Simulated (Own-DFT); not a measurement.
# One host, several defects: D0_22 TiAl3

No measurement is shown. These are fixed-geometry runs of a retired plane-wave code named Own-DFT, which no person has reviewed; spin and spin-orbit coupling are neglected.

Common settings: PBE; PseudoDojo norm-conserving scalar-relativistic files; cutoff 42 hartree; 4 x 4 x 4 k mesh centred on Gamma; cold (Marzari-Vanderbilt) smearing of 0.2 eV.

Caveats: forces on such cells failed a check on a denser k mesh; stress not checked against mesh or cutoff.

All runs share one cell, with vectors in Å (-2.365, -6.981, 4.326); (-7.667, 3.491, 1.442); (-2.950, -3.488, -7.241) and a volume of 625.4 Å³. The atoms are randomly displaced, by u rms on each axis. The defect's site can differ from row to row.

| cell | formula | u (Å) | P (GPa) |
|---|---|---|---|
| no defect | Al30Ti10 | 0.0209 | 2.00 |
| no defect | Al30Ti10 | 0.0209 | 1.98 |
| no defect | Al30Ti10 | 0.0514 | 2.73 |
| two Al on a Ti site each | Al32Ti8 | 0.0327 | 2.96 |
| two Al on a Ti site each | Al32Ti8 | 0.0436 | 3.20 |
| two Al on a Ti site each | Al32Ti8 | 0.0515 | 3.36 |
| two Al vacancies | Al28Ti10 | 0.0279 | 1.28 |
| two Al vacancies | Al28Ti10 | 0.0308 | ? |
| two Al vacancies | Al28Ti10 | 0.0518 | 1.59 |
| two Al vacancies | Al28Ti10 | 0.0519 | 1.83 |
| two Ti on an Al site each | Al28Ti12 | 0.0277 | 3.28 |
| two Ti on an Al site each | Al28Ti12 | 0.0528 | 3.61 |
| two Ti on an Al site each | Al28Ti12 | 0.0531 | 3.88 |

## Working it out

P = P0 + c u² + a shift for each defect gives P0 = 1.92 GPa, c = 267 ± 36 GPa/Å² and a scatter of 0.11 GPa. The shifts, and each times the cell's volume:

- two Ti on an Al site each: 1.10 ± 0.10 GPa, 4.3 eV (2.2 eV for each of its 2 sites)
- two Al on a Ti site each: 0.75 ± 0.10 GPa, 2.9 eV (1.5 eV for each of its 2 sites)
- two Al vacancies: -0.91 ± 0.10 GPa, -3.5 eV (-1.8 eV for each of its 2 sites)

Against the defect-free cell, a freed cell would be larger where the shift is positive and smaller where it is negative (160.2 GPa Å³ is 1 eV). The atoms around the defects weren't relaxed, which would change these numbers.

## Withheld run

Asked: what pressure belongs in the blank (two Al vacancies, u = 0.0308 Å)?

The fitted form gives 1.27 ± 0.14 GPa. DFT gave 1.09 GPa.
